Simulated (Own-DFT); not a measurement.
# Same atoms, different arrangement: Ga48P48, 96 atoms

All numbers below are calculated, not measured. They come from Own-DFT, an in-house plane-wave density functional program, since retired, whose code no person has reviewed. Each row is one single-point run on a periodic cell that was not relaxed, without spin or spin-orbit coupling.

Settings of every run: PBE; PseudoDojo norm-conserving scalar-relativistic files; cutoff 42 hartree; 2 x 3 x 3 k mesh centred on Gamma; Fermi-Dirac smearing of 0.1 eV.

Known limits, some of them of some rows only: not probed for a lower state with spin; forces on such cells failed a check on a denser k mesh; forces on such cells passed a denser k mesh, each cell not checked; stress not checked against mesh or cutoff.

All cells hold the same atoms in the same cell, with vectors in Å (16.352, 0.000, 0.000); (0.000, 10.901, 0.000); (0.000, 0.000, 10.901). Every atom was moved at random from its ideal site; u is the rms move along one axis. The defect's site can differ from row to row. E is the free energy of the cell above the lowest run. The arrangements:

- A: zincblende GaP
- B: zincblende GaP, with one Ga on a P site and one P on a Ga site, 2.4 Å apart

| arrangement | u (Å) | E (eV) | P (GPa) |
|---|---|---|---|
| A | 0.0184 | 0.000 | 2.69 |
| A | 0.0195 | 0.081 | 2.71 |
| A | 0.0196 | 0.172 | 2.73 |
| A | 0.0492 | 3.406 | 3.22 |
| A | 0.0527 | 4.699 | 3.47 |
| A | 0.0542 | 4.262 | 3.34 |
| B | 0.0291 | 4.090 | 2.95 |
| B | 0.0294 | 4.190 | 2.97 |
| B | 0.0309 | 4.168 | 2.94 |
| B | 0.0496 | 6.653 | 3.34 |
| B | 0.0507 | 6.680 | 3.32 |
| B | 0.0511 | 6.768 | 3.30 |

Question: once the cost of the random moves is taken out, how do the arrangements rank?

## Worked answer

Fit E = a + b u², with one b for all and one a for each arrangement, and with residuals divided by u², since the noise grows with the moves. Then b = 1659 eV/Å², the scatter at u = 0.04 Å is 0.19 eV, and against A:

- B: 3.19 ± 0.08 eV (higher)

These are energies of unrelaxed cells. Relaxing the atoms lowers the strained arrangements most, so the gaps would shrink and small ones could change sign.
